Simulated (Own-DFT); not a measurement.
# Which arrangement is lower? In32P32, 64 atoms

All numbers below are calculated, not measured. They come from Own-DFT, an in-house plane-wave density functional program, since retired, whose code no person has reviewed. Each row is one single-point run on a periodic cell that was not relaxed, without spin or spin-orbit coupling.

Settings of every run: PBE; PseudoDojo norm-conserving scalar-relativistic files; cutoff 36 hartree; 3 x 3 x 3 k mesh centred on Gamma; Fermi-Dirac smearing of 0.1 eV.

Known limits, some of them of some rows only: not probed for a lower state with spin; forces on such cells moved up to 12 meV/angstrom on a denser k mesh; stress not checked against mesh or cutoff.

All cells hold the same atoms in the same cell, with vectors in Å (11.737, 0.000, 0.000); (0.000, 11.737, 0.000); (0.000, 0.000, 11.737). Every atom was moved at random from its ideal site; u is the rms move along one axis. The defect's site can differ from row to row. E is the free energy of the cell above the lowest run. The arrangements:

- A: zincblende InP
- B: zincblende InP, with one In on a P site and one P on an In site, 2.5 Å apart

```
arrangement   u (Å)  E (eV)  P (GPa)
          A  0.0188   0.000     3.20
          A  0.0208   0.083     3.21
          A  0.0209   0.147     3.23
          A  0.0446   1.532     3.49
          A  0.0499   2.115     3.62
          A  0.0544   2.219     3.62
          B  0.0274   4.434     3.61
          B  0.0286   4.232     3.57
          B  0.0302   4.318     3.59
          B  0.0484   5.711     3.88
          B  0.0489   6.094     3.96
          B  0.0506   5.914     3.90
```

Question: once the cost of the random moves is taken out, how do the arrangements rank?

## Worked answer

Fit E = a + b u², with one b for all and one a for each arrangement, and with residuals divided by u², since the noise grows with the moves. Then b = 930 eV/Å², the scatter at u = 0.04 Å is 0.18 eV, and against A:

- B: 3.89 ± 0.07 eV (higher)

These are energies of unrelaxed cells. Relaxing the atoms lowers the strained arrangements most, so the gaps would shrink and small ones could change sign.
